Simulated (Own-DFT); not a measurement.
# From a pressure shift to a lattice shift: wurtzite AlGaN with randomly placed atoms, 72 atoms (Al9Ga27N36)

No measurement is shown. These are fixed-geometry runs of a retired plane-wave code named Own-DFT, which no person has reviewed; spin and spin-orbit coupling are neglected.

Known weak points: forces on such cells passed a denser k mesh, each cell not checked; stress not checked against mesh or cutoff.

Each geometry was run with PBE and with PBEsol, otherwise alike: PseudoDojo norm-conserving scalar-relativistic files made for PBE; cutoff 42 hartree; 4 x 4 x 3 k mesh centred on Gamma; Fermi-Dirac smearing of 0.1 eV. Unstrained cell vectors in Å: (9.509, 0.000, 0.000); (-4.755, 8.235, 0.000); (0.000, 0.000, 10.268). Each has a uniform strain, of which the change of volume is shown, and random moves of rms u per axis. The random placing of the alloy's atoms differs from row to row.

| run | volume change (%) | u (Å) | P with PBE (GPa) | P with PBEsol (GPa) |
|---|---|---|---|---|
| 1 | -2.48 | 0.0496 | 13.03 | 7.94 |
| 2 | 4.55 | 0.0496 | -1.07 | -5.61 |
| 3 | -5.91 | 0.0511 | 22.56 | 17.14 |
| 4 | 0.50 | 0.0544 | 6.81 | 1.97 |
| 5 | -1.00 | 0.0494 | 9.36 | 4.41 |
| 6 | -0.50 | 0.0510 | 8.28 | 3.35 |
| 7 | -2.48 | 0.0435 | 12.91 | 7.81 |
| 8 | 0.50 | 0.0508 | 6.40 | 1.57 |
| 9 | 0.50 | 0.0511 | 6.59 | ? |

Question: by how much does PBEsol shrink this cell, and what belongs in the blank?

## Solution

Write v for the change of volume as a fraction. Fitted to v and u², the PBE pressure has a slope of -224 ± 13 GPa in v, with the ions held to the strained lattice. The difference PBEsol less PBE is -4.89 + 8.4 v GPa (slope ± 0.3) and averages -4.96 GPa. Divided by the mean slope of the two, 220 GPa, that makes PBEsol's volume at a given pressure, near 7 GPa, about 2.3 % smaller, or 0.75 % in lengths. At one volume PBEsol's slope is the smaller by 8 GPa, but its pressure there is lower too. If stiffness rises by about 4 GPa for each GPa, PBEsol at equal pressure is stiffer by about 11 GPa. Files made for PBEsol would give a different shift.

For run 9 the line gives 1.74 GPa. The run itself gave 1.72 GPa.
